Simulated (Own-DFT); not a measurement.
# Point defects and the pressure they add: D0_22 TiAl3

Calculated, not measured: single-point runs of Own-DFT, a retired in-house plane-wave DFT program that no person has reviewed, on unrelaxed cells, without spin or spin-orbit coupling.

Common settings: PBE; PseudoDojo norm-conserving scalar-relativistic files; cutoff 42 hartree; 4 x 4 x 4 k mesh centred on Gamma; cold (Marzari-Vanderbilt) smearing of 0.2 eV.

Known weak points: forces on such cells failed a check on a denser k mesh; stress not checked against mesh or cutoff.

All runs share one cell, with vectors in Å (-2.365, -6.981, 4.326); (-7.667, 3.491, 1.442); (-2.950, -3.488, -7.241) and a volume of 625.4 Å³. u is the rms random offset of the atoms per axis. The defect's site can differ from row to row.

```
cell,formula,u (Å),P (GPa)
no defect,Al30Ti10,0.0190,1.98
no defect,Al30Ti10,0.0198,1.98
no defect,Al30Ti10,0.0535,2.74
one Ti vacancy,Al30Ti9,0.0277,1.77
one Ti vacancy,Al30Ti9,0.0503,2.29
one Ti vacancy,Al30Ti9,0.0555,2.65
two Al on a Ti site each,Al32Ti8,0.0296,2.86
two Al on a Ti site each,Al32Ti8,0.0315,2.91
two Al on a Ti site each,Al32Ti8,0.0502,3.37
two Al on a Ti site each,Al32Ti8,0.0523,?
two Al vacancies,Al28Ti10,0.0335,1.38
two Al vacancies,Al28Ti10,0.0513,1.55
two Al vacancies,Al28Ti10,0.0527,1.69
two Ti on an Al site each,Al28Ti12,0.0280,3.32
two Ti on an Al site each,Al28Ti12,0.0476,3.83
two Ti on an Al site each,Al28Ti12,0.0487,3.66
```

## Fit

P = P0 + c u² + a shift for each defect gives P0 = 1.88 GPa, c = 294 ± 29 GPa/Å² and a scatter of 0.10 GPa. The shifts, and each times the cell's volume:

- two Ti on an Al site each: 1.19 ± 0.08 GPa, 4.7 eV (2.3 eV for each of its 2 sites)
- two Al on a Ti site each: 0.74 ± 0.08 GPa, 2.9 eV (1.4 eV for each of its 2 sites)
- one Ti vacancy: -0.27 ± 0.08 GPa, -1.0 eV
- two Al vacancies: -0.98 ± 0.09 GPa, -3.8 eV (-1.9 eV for each of its 2 sites)

Positive is outwards. The product with the volume (160.2 GPa Å³ to the eV) is nearly free of the cell's size; divided by the bulk modulus at the cell's pressure it gives the volume that the defect adds. The atoms around the defects weren't relaxed, which would change these numbers.

## Test on the hidden row

Q: what pressure belongs in the blank (two Al on a Ti site each, u = 0.0523 Å)?

From the fit: 3.42 ± 0.12 GPa. The calculation gave 3.45 GPa.
